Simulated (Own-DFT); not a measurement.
# Which defects push the lattice out? C11b WSi2

Source: density functional calculations with Own-DFT, an unreviewed in-house program that is no longer used. Nothing was measured or relaxed, and spin and spin-orbit coupling are left out.

Settings: PBE; PseudoDojo norm-conserving scalar-relativistic files; cutoff 50 hartree; 5 x 5 x 5 k mesh centred on Gamma; cold (Marzari-Vanderbilt) smearing of 0.2 eV.

Caveats: forces on such cells failed a check on a denser k mesh; stress not checked against mesh or cutoff.

All runs share one cell, with vectors in Å (-2.148, -5.953, 3.409); (-6.444, 2.976, 1.136); (-2.553, -2.948, -6.757) and a volume of 403.2 Å³. The atoms are randomly displaced, by u rms on each axis. The defect's site can differ from row to row.

```
cell,formula,u (Å),P (GPa)
no defect,Si20W10,0.0211,4.59
no defect,Si20W10,0.0485,5.83
no defect,Si20W10,0.0499,5.64
one W on a Si site,Si19W11,0.0305,10.05
one W on a Si site,Si19W11,0.0370,10.41
one W on a Si site,Si19W11,0.0467,?
one W on a Si site,Si19W11,0.0524,11.60
one Si on a W site,Si21W9,0.0259,6.24
one Si on a W site,Si21W9,0.0303,6.41
one Si on a W site,Si21W9,0.0525,7.29
one Si vacancy,Si19W10,0.0270,3.05
one Si vacancy,Si19W10,0.0298,3.23
one Si vacancy,Si19W10,0.0439,4.36
```

## Working it out

P = P0 + c u² + a shift for each defect gives P0 = 4.17 GPa, c = 669 ± 81 GPa/Å² and a scatter of 0.23 GPa. The shifts, and each times the cell's volume:

- one W on a Si site: 5.39 ± 0.19 GPa, 13.6 eV
- one Si on a W site: 1.51 ± 0.19 GPa, 3.8 eV
- one Si vacancy: -1.41 ± 0.19 GPa, -3.6 eV

Against the defect-free cell, a freed cell would be larger where the shift is positive and smaller where it is negative (160.2 GPa Å³ is 1 eV). The atoms around the defects weren't relaxed, which would change these numbers.

## The run left out

The question: what pressure belongs in the blank (one W on a Si site, u = 0.0467 Å)?

The fit gives 11.02 ± 0.27 GPa. Computed: 11.48 GPa.
